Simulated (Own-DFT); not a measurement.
Si12O23 (quartz with two neutral oxygen vacancies, strained, atoms displaced) (calculated)

All values are calculated (Own-DFT development build). A calculation, not a measurement: plane-wave PBE and HSE06 DFT by an unreviewed code, no spin, of a simulated cell at Gamma alone, so results move with cell size and shape, stress positive in tension, energies less offsets, not probed for a lower state with spin; oxygen file: force components 24 meV/angstrom off all-electron in a glass; k mesh not checked against a denser one; forces and stress are PBE's, HSE06 gives the energy alone, and its difference from PBE has offsets of its own; offsets are fitted by least squares, one for each functional and potential file, so energies compare only between cells with the same atoms and settings and are not formation energies; the far tail of each file's local potential was reset to the Coulomb form; each entry is a single point on an unrelaxed cell, so the pressure reflects the starting lattice, mostly measured values (interpolated for alloys), from which strain is counted, and rises with the displacements; printed positions are rounded, which can move forces by about a meV/angstrom; the program, named Own-DFT, is a retired in-house code; no spin-orbit coupling.

Settings shared by all entries: first functional PBE; second functional HSE06; exact exchange share 0.25; screening 0.11 1/bohr; exchange divergence Gygi-Baldereschi; potential files PseudoDojo norm-conserving, scalar-relativistic, made for PBE, standard set; wave cutoff 48 hartree; occupations fixed; k mesh 1 x 1 x 1 centred on Gamma.

(1) Si12O23 (quartz with two neutral oxygen vacancies, strained, atoms displaced)

```xyz
70
Lattice="9.7843 -0.0759 -0.0266 -4.9579 8.6662 -0.0979 -0.0292 -0.1412 10.7496" Properties=species:S:1:pos:R:3 Si12O23
Si     2.3079     0.0000     0.0109
Si     8.5606     1.9186     3.5709
Si     1.2927     2.2291     1.7268
O      1.3491     1.0992     0.6297
O      2.6886     2.4447     2.4426
O      3.2140     0.5935     4.1994
O     -1.1273     3.0966     4.7124
O      0.2887     1.7577     2.9106
O      0.7659     3.6405     1.0829
Si    -2.7241     8.5463     5.2097
Si     8.5678     1.8682     8.9441
Si     1.2781     2.1520     7.1406
O      1.3960     1.0252     5.9526
O      2.7218     2.3606     7.7736
O      3.2244     0.4865     9.5465
O     -1.1786     3.0230    10.0945
O      0.2805     1.6898     8.2397
O      0.7577     3.6153     6.5093
Si    -0.2309     4.3179    -0.0453
Si    -3.5872     6.3104     3.5340
Si    -1.1864     6.5944     1.6674
O     -1.1251     5.3881     0.5342
O      0.2066     6.8323     2.3690
O     -3.5942     7.4577     4.6290
O     -2.1596     6.0960     2.8935
O     -1.7244     7.9887     1.0244
Si    -0.2022     4.2556     5.3546
Si    -3.6418     6.2610     8.9010
Si    -1.2411     6.5021     7.0846
O     -1.1944     5.4130     5.9652
O      0.2844     6.7346     7.7866
O      0.7012     4.8376     9.5239
O     -3.6091     7.3923    10.0561
O     -2.2211     6.0245     8.1903
O     -1.7743     7.9704     6.3974
Si     2.2074     8.5980    -0.1068
Si     3.7235     1.9473     3.5825
Si     6.1337     2.2001     1.7549
O      6.2345     1.0850     0.5663
O      7.5728     2.4369     2.3582
O      8.0799     0.5006     4.1875
O      3.7538     3.0944     4.6576
O      5.1442     1.7219     2.8867
O      5.6542     3.6206     1.1151
Si     7.1740    -0.0847     5.4030
Si     3.7410     1.8872     8.9108
Si     6.1715     2.1587     7.0919
O      6.2180     1.0240     5.9858
O      7.6266     2.3414     7.7096
O      8.1298     0.4006     9.6095
O      3.7835     3.0941    10.0800
O      5.0930     1.6405     8.2597
O      5.6154     3.5369     6.4437
Si     4.7434     4.3094    -0.0398
Si     1.2660     6.2514     3.5127
Si     3.7030     6.5933     1.7351
O      3.7653     5.4206     0.5498
O      5.1268     6.7949     2.3690
O      5.6166     4.8069     4.1443
O      1.3244     7.3862     4.6392
O      3.1263     7.9585     1.0240
Si     4.7267     4.1996     5.3574
Si     1.2330     6.2547     8.9024
Si     3.6619     6.5544     7.1403
O      3.7557     5.3151     5.9400
O      5.1279     6.6684     7.6815
O      5.5820     4.7853     9.5015
O      1.3012     7.3035    10.0195
O      2.6599     6.0001     8.2147
O      3.1421     7.8773     6.4327
```

* PBE energy of cell above offsets: -20.940 eV
* HSE06 less PBE above offsets: 0.120 eV
* PBE pressure: 6.97 GPa
* PBE stress xx: -8.16 GPa
* PBE stress yy: -5.49 GPa
* PBE stress zz: -7.28 GPa
* PBE stress yz: -4.88 GPa
* PBE stress xz: -1.51 GPa
* PBE stress xy: -0.31 GPa

Force:
| element | x (eV/Å) | y (eV/Å) | z (eV/Å) |
| --- | --- | --- | --- |
| Si | 1.29 | 0.7 | -1.518 |
| Si | 1.474 | -1.185 | -2.839 |
| Si | -1.298 | 1.746 | 1.218 |
| O | -0.389 | -0.33 | -0.854 |
| O | 0.888 | 0.392 | -0.401 |
| O | -0.525 | -1.927 | 0.54 |
| O | -0.481 | 0.85 | 1.127 |
| O | -1.8 | -0.02 | 0.822 |
| O | -0.278 | 0.003 | -0.323 |
| Si | 4.433 | 2.626 | 1.482 |
| Si | 1.305 | -3.115 | -1.57 |
| Si | 0.54 | 1.172 | -2.556 |
| O | -1.978 | 2.248 | 1.252 |
| O | 0.131 | 0.659 | -0.278 |
| O | -0.614 | -0.421 | 1.173 |
| O | -0.534 | 0.518 | 0.643 |
| O | -2.934 | -0.619 | 2.573 |
| O | 0.11 | -0.787 | 0.127 |
| Si | 4.817 | -2.138 | -1.502 |
| Si | -2.506 | -1.86 | -0.419 |
| Si | -0.921 | -0.357 | -0.061 |
| O | -2.953 | 4.108 | 2.536 |
| O | 1.121 | 0.103 | 0.119 |
| O | -2.418 | -2.523 | -0.991 |
| O | 0.656 | -0.164 | -0.894 |
| O | 0.784 | -0.708 | 0.772 |
| Si | 1.88 | 1.616 | -1.155 |
| Si | -1.242 | -0.334 | -0.124 |
| Si | 2.327 | 4.29 | -0.572 |
| O | 0.156 | -1.786 | -1.419 |
| O | -3.93 | 1.004 | -3.397 |
| O | -0.454 | -0.491 | 0.555 |
| O | -0.677 | -1.098 | -0.752 |
| O | -1.263 | -0.76 | 2.132 |
| O | 1.163 | -2.134 | 1.162 |
| Si | 0.997 | 0.705 | -0.033 |
| Si | -0.735 | 0.258 | -1.117 |
| Si | -0.341 | 0.601 | -1.697 |
| O | -0.836 | 0.72 | 0.435 |
| O | 1.806 | -0.066 | 1.292 |
| O | 0.088 | 0.297 | 0.22 |
| O | 0.335 | 0.902 | 1.346 |
| O | 0.013 | -0.706 | 0.616 |
| O | 0.241 | 0.124 | -0.003 |
| Si | 0.522 | -2.128 | -1.324 |
| Si | -3.088 | 1.256 | 2.766 |
| Si | -1.934 | 0.428 | 1.32 |
| O | -0.694 | 0.136 | -0.322 |
| O | 0.309 | 0.267 | 0.483 |
| O | 0.374 | 1.432 | -1.191 |
| O | -1.59 | -3.309 | -2.046 |
| O | 4.799 | -0.084 | -2.294 |
| O | 1.971 | -1.299 | 2.077 |
| Si | 0.795 | 0.298 | 0.795 |
| Si | 0.81 | -2.017 | -0.884 |
| Si | -3.616 | -1.023 | -0.273 |
| O | -0.434 | 1.611 | 1.279 |
| O | 1.959 | -0.017 | 0.891 |
| O | 1.198 | 1.434 | -0.776 |
| O | 0.03 | 1.241 | 1.101 |
| O | 1.15 | -0.476 | 1.149 |
| Si | -2.017 | 0.92 | -2.268 |
| Si | 0.491 | -3.86 | -0.14 |
| Si | -0.159 | -2.655 | -2.931 |
| O | -0.61 | 2.053 | 1.507 |
| O | 1.865 | 0.539 | 1.1 |
| O | 1.233 | 0.809 | -0.572 |
| O | -0.703 | 1.474 | 1.93 |
| O | -0.069 | -0.447 | 1.102 |
| O | -0.04 | 1.303 | -0.143 |

(2) Si12O23 (quartz with two neutral oxygen vacancies, strained, atoms displaced)

```xyz
70
Lattice="9.8691 0.0804 -0.0923 -4.8649 8.4143 -0.0521 -0.1015 -0.1248 10.9760" Properties=species:S:1:pos:R:3 Si12O23
Si     2.2138    -0.0806    10.9063
Si     8.6394     2.0376     3.5413
Si     1.2834     2.2625     1.7956
O      1.4065     1.1429     0.6064
O      2.7323     2.4537     2.3465
O      3.2081     0.5611     4.2724
O     -1.1138     3.0399     4.8015
O      0.2574     1.6856     2.9945
Si     2.2460    -0.0159     5.5072
Si     8.6460     1.8915     9.0577
Si     1.2319     2.1952     7.2667
O      1.3337     1.0582     6.0706
O      2.7293     2.4388     7.8569
O      3.2103     0.5510     9.7412
O     -1.1972     2.9421    10.2974
O      0.1992     1.6526     8.4336
O      0.6998     3.5006     6.5955
Si    -0.0837     4.2441    -0.0463
Si     6.2527     6.2226     3.5467
Si    -1.0878     6.4279     1.7629
O      0.2710     6.6789     2.4164
O      0.7747     4.7852     4.2148
O     -3.5681     7.1960     4.7965
O     -2.1939     5.9329     2.9493
O     -1.6479     7.8343     1.1068
Si    -0.2063     4.1897     5.4147
Si     6.1668     6.1642     9.0249
Si    -1.1863     6.3760     7.2833
O     -1.1449     5.2808     6.1294
O      0.2660     6.6156     7.8823
O      0.7665     4.7312     9.6887
O     -3.6012     7.1678    10.3088
O     -2.2223     5.8913     8.4360
O     -1.7099     7.8156     6.6223
Si     2.4254     8.4529    -0.1192
Si     3.7758     1.9803     3.6330
Si     6.2173     2.2971     1.7649
O      6.3327     1.1748     0.5956
O      7.7153     2.5477     2.4073
O      8.1812     0.6531     4.2898
O      3.8512     3.0628     4.7425
O      5.1779     1.7818     2.9493
O      5.7182     3.6361     1.0655
Si     7.2051     0.0183     5.4676
Si     3.7382     1.9748     9.0555
Si     6.1464     2.2234     7.2142
O      6.2436     1.0889     6.0955
O      7.6994     2.4918     7.8732
O      8.1011     0.6162     9.7211
O      3.7985     3.0415    10.2210
O      5.1943     1.7400     8.3736
O      5.6709     3.5086     6.5540
Si     4.8221     4.2436    -0.0697
Si     1.3088     6.1343     3.5963
Si     3.7854     6.4457     1.7264
O      3.8896     5.3441     0.6367
O      5.2736     6.7351     2.3600
O      5.7024     4.8480     4.1876
O      1.3595     7.2731     4.7366
O      2.8126     5.9604     2.9125
O      3.2863     7.8217     1.0765
Si     4.8095     4.2702     5.4075
Si     1.2753     6.1557     9.0584
Si     3.7728     6.4488     7.2495
O      3.8958     5.3065     6.0246
O      5.1897     6.7142     7.8695
O      5.6359     4.7923     9.6966
O      1.3067     7.2351    10.2096
O      2.7511     5.8635     8.3858
O      3.1976     7.7586     6.5271
```

- PBE energy of cell above offsets: -21.514 eV
- HSE06 less PBE above offsets: 0.337 eV
- PBE pressure: 4.68 GPa
- PBE stress xx: -4.1 GPa
- PBE stress yy: -6.7 GPa
- PBE stress zz: -3.24 GPa
- PBE stress yz: -3.23 GPa
- PBE stress xz: -2.73 GPa
- PBE stress xy: 2.54 GPa

Force:
| element | x (eV/Å) | y (eV/Å) | z (eV/Å) |
| --- | --- | --- | --- |
| Si | 1.798 | 0.104 | 0.408 |
| Si | 2.511 | -2.057 | 1.425 |
| Si | -3.208 | 0.806 | -1.472 |
| O | -1.154 | 0.587 | -0.072 |
| O | 3.085 | 0.167 | 2.54 |
| O | -0.08 | 0.483 | 0.209 |
| O | -0.588 | 0.523 | 0.281 |
| O | 0.314 | 0.355 | -0.539 |
| Si | 1.784 | -2.696 | -3.588 |
| Si | 0.184 | 3.33 | -1.822 |
| Si | 0.114 | -2.036 | 0.747 |
| O | -2.61 | 3.29 | 2.088 |
| O | -0.135 | -0.008 | 0.396 |
| O | -0.213 | 0.317 | -0.065 |
| O | 0.709 | 1.512 | 0.946 |
| O | 1.751 | -0.31 | -0.616 |
| O | -0.496 | 2.136 | -0.995 |
| Si | 0.017 | -0.387 | 2.012 |
| Si | -0.486 | -0.283 | -1.499 |
| Si | -4.088 | -1.573 | -2.237 |
| O | 3.932 | 0.301 | 2.176 |
| O | -0.906 | -1.47 | 1.257 |
| O | 0.73 | 2.071 | 2.014 |
| O | 2.041 | -0.218 | -1.179 |
| O | 0.526 | -0.562 | -0.206 |
| Si | 1.1 | -0.254 | 0.183 |
| Si | 1.264 | -0.304 | 0.388 |
| Si | -1.482 | 1.735 | -0.145 |
| O | -0.024 | -0.396 | -0.971 |
| O | 0.77 | 0.327 | 0.281 |
| O | -0.328 | -0.097 | 0.356 |
| O | -0.433 | -0.278 | -0.604 |
| O | -0.427 | -0.134 | 0.301 |
| O | 1.151 | -1.594 | 1.303 |
| Si | -0.507 | 1.129 | -0.235 |
| Si | -3.087 | -1.782 | -1.687 |
| Si | 0.402 | -1.295 | 0.868 |
| O | -0.013 | -0.003 | 0.032 |
| O | -2.797 | 0.658 | -2.062 |
| O | -0.715 | -0.186 | 0.276 |
| O | 0.439 | 2.459 | 1.999 |
| O | 2.562 | -0.041 | -1.644 |
| O | 0.957 | 0.027 | 1.006 |
| Si | -0.526 | -0.522 | -3.579 |
| Si | -0.853 | -2.273 | -0.676 |
| Si | 4.088 | -1.623 | 1.933 |
| O | -0.823 | 0.339 | -0.101 |
| O | -2.181 | -0.583 | -0.928 |
| O | -1.412 | -3.816 | 1.834 |
| O | -0.781 | -0.09 | 0.195 |
| O | -1.192 | -0.562 | 1.517 |
| O | -0.892 | 3.722 | -1.595 |
| Si | 0.353 | 1.98 | -1.341 |
| Si | 1.047 | 1.804 | -1.472 |
| Si | 1.383 | 1.342 | 2.35 |
| O | -0.331 | -1.367 | -1.952 |
| O | -0.992 | -0.112 | -0.338 |
| O | 0.082 | -0.822 | 0.329 |
| O | 0.587 | 0.672 | 0.442 |
| O | -1.568 | -0.243 | 0.803 |
| O | 0.015 | 0.563 | -0.453 |
| Si | 1.234 | -3.921 | -2.516 |
| Si | 0.172 | -2.031 | -0.938 |
| Si | -1.73 | -1.519 | -1.345 |
| O | -2.499 | 3.65 | 2.74 |
| O | 0.884 | 0.364 | 0.25 |
| O | -0.298 | -0.338 | 0.378 |
| O | 0.566 | 1.091 | 0.815 |
| O | -0.121 | 0.512 | -0.024 |
| O | 1.423 | -0.571 | 1.818 |

(3) Si12O23 (quartz with two neutral oxygen vacancies, strained, atoms displaced)

```xyz
70
Lattice="10.0052 -0.1874 0.1119 -5.1649 8.4372 -0.0592 0.1231 -0.0041 10.7745" Properties=species:S:1:pos:R:3 Si12O23
Si     2.4959     0.0239    10.7503
Si     8.8329     1.7686     3.7238
Si     1.2970     2.2254     1.7750
O      1.3724     1.0765     0.6939
O      2.8626     2.4091     2.4851
O      3.3188     0.5421     4.2720
O     -1.1070     3.0805     4.7049
O      0.2790     1.7527     2.9483
O      0.7822     3.6075     1.1799
Si     2.4416    -0.0374     5.3804
Si     8.8995     1.7771     9.0349
Si     1.3780     2.2084     7.2264
O      1.4403     1.1004     6.0345
O      2.8546     2.3823     7.8814
O      3.4158     0.5407     9.6606
O     -1.0335     3.0544    10.1016
O      0.3748     1.6746     8.3202
O      0.8265     3.5372     6.5374
Si    -0.2691     4.2053     0.0194
Si     6.2602     5.9768     3.5986
Si    -1.3054     6.4237     1.8127
O     -1.1510     5.2964     0.6477
O      0.1834     6.6127     2.4140
O      0.7910     4.7717     4.2152
O     -3.6991     7.3028     4.6574
O     -2.3050     5.9483     2.9535
O     -1.8683     7.7965     1.1173
Si    -0.1553     4.2052     5.3711
Si    -3.6911     6.2296     8.9466
Si    -1.2344     6.4056     7.1501
O     -1.0936     5.3177     5.9882
O      0.2303     6.6437     7.8307
O     -3.6123     7.2160    10.0926
O     -2.2427     5.9310     8.3242
O     -1.7758     7.7602     6.5000
Si     2.3010     8.2886    10.7876
Si     3.8592     1.8536     3.6396
Si     6.2970     2.0905     1.8344
O      6.3858     1.0197     0.6981
O      7.8234     2.3339     2.5222
O      8.3763     0.4530     4.3378
O      3.9156     2.9990     4.7378
O      5.2776     1.6068     3.0011
O      5.7036     3.4910     1.2167
Si     7.4587    -0.1031     5.4623
Si     3.8730     1.9042     9.0273
Si     6.4552     2.0990     7.2567
O      6.4693     0.9476     6.0973
O      7.8668     2.2332     7.9412
O      8.4027     0.4527     9.7507
O      3.9247     2.9608    10.1439
O      5.3577     1.6021     8.3987
O      5.7707     3.5030     6.5497
Si     4.8820     4.0768    10.8020
Si     1.2340     6.0942     3.5929
Si     3.7364     6.2631     1.8867
O      3.8010     5.2056     0.6328
O      5.2208     6.5389     2.5330
O      5.8245     4.6581     4.3035
O      1.2842     7.2363     4.7373
O      2.7133     5.8206     2.9923
O      3.1781     7.7027     1.2129
Si     4.7906     4.0414     5.4550
Si     1.2657     6.0953     8.9846
Si     3.7520     6.3024     7.2081
O      3.8427     5.2029     6.0765
O      5.2512     6.4943     7.8350
O      5.7818     4.6178     9.7405
O      1.4274     7.1369    10.1928
O      3.1448     7.6636     6.5444
```

- PBE energy of cell above offsets: -20.099 eV
- HSE06 less PBE above offsets: -0.035 eV
- PBE pressure: 8.33 GPa
- PBE stress xx: -4.23 GPa
- PBE stress yy: -11.28 GPa
- PBE stress zz: -9.48 GPa
- PBE stress yz: -1.41 GPa
- PBE stress xz: 4.33 GPa
- PBE stress xy: -3.41 GPa

Force:
| element | x (eV/Å) | y (eV/Å) | z (eV/Å) |
| --- | --- | --- | --- |
| Si | -2.41 | -3.401 | 3.971 |
| Si | 0.511 | 2.797 | -4.177 |
| Si | 2.052 | 0.255 | 2.983 |
| O | 0.222 | -0.885 | -1.634 |
| O | -2.321 | -0.102 | -1.33 |
| O | 1.56 | -0.582 | -1.465 |
| O | 0 | 1.343 | 1.805 |
| O | 0.613 | -0.191 | -0.165 |
| O | -0.682 | 1.005 | -1.126 |
| Si | -2.92 | -1.344 | 3.074 |
| Si | 1.594 | -0.32 | 1.122 |
| Si | 1.274 | -0.572 | -1.614 |
| O | 0.755 | -0.552 | -0.161 |
| O | -0.499 | 0.393 | -0.538 |
| O | 1.25 | -0.367 | -2.032 |
| O | -0.207 | 0.25 | 0.185 |
| O | -1.343 | -0.313 | 1.328 |
| O | -0.852 | 1.498 | -0.684 |
| Si | 3.941 | -0.37 | -2.146 |
| Si | -1.412 | 1.817 | 1.869 |
| Si | 0.797 | 0.9 | -1.213 |
| O | -2.389 | 1.882 | 1.364 |
| O | 0.687 | -0.036 | 0.756 |
| O | -0.895 | -2.887 | 1.054 |
| O | 0.037 | 0.09 | 0.298 |
| O | 2.045 | -0.645 | -0.827 |
| O | 0.002 | -0.157 | -0.137 |
| Si | 0.801 | -1.907 | 0.716 |
| Si | -1.861 | -3.336 | -3.319 |
| Si | 0.677 | 0.584 | 0.914 |
| O | -0.601 | -0.044 | -0.039 |
| O | -0.361 | 0.206 | -0.029 |
| O | 0.616 | 4.017 | 3.225 |
| O | 0.22 | -0.362 | -0.367 |
| O | -0.432 | 0.85 | -0.416 |
| Si | 0.987 | -0.052 | 3.418 |
| Si | -0.817 | 1.772 | -2.081 |
| Si | 1.182 | 2.113 | 2.051 |
| O | 0.153 | -1.553 | -1.518 |
| O | -1.223 | -0.51 | -0.16 |
| O | 0.158 | -2.304 | -0.14 |
| O | -1.624 | -1.182 | 0.146 |
| O | 1.544 | -0.504 | -0.378 |
| O | 0.345 | -0.653 | 0.421 |
| Si | -2.078 | -2.356 | 0.106 |
| Si | 1.728 | -0.369 | -3.093 |
| Si | -3.869 | 0.51 | -0.972 |
| O | -0.666 | 2.019 | 0.892 |
| O | 0.101 | 1.184 | -1.141 |
| O | 0.807 | -0.2 | -1.403 |
| O | -0.3 | 1.557 | 2.135 |
| O | 0.411 | 0.503 | -0.489 |
| O | 2.478 | -2.615 | 2.833 |
| Si | -2.172 | -1.942 | 3.926 |
| Si | 0.482 | 3.535 | -1.916 |
| Si | 0.744 | 2.069 | -2.408 |
| O | -0.57 | 0.849 | 1.067 |
| O | -1.345 | -0.015 | -1.445 |
| O | -1.501 | -2.097 | 1.112 |
| O | 0.125 | -0.013 | -0.138 |
| O | -0.758 | -0.514 | 0.915 |
| O | -0.176 | -0.617 | 0.003 |
| Si | 1.641 | 3.006 | -0.898 |
| Si | 0.811 | -2.867 | -0.839 |
| Si | -1.763 | 0.606 | 2.599 |
| O | -0.105 | -1.191 | -1.271 |
| O | 0.824 | -0.043 | 1.151 |
| O | 3.663 | 2.845 | -4.903 |
| O | -1.206 | -0.202 | 0.027 |
| O | 1.519 | -0.282 | 1.139 |
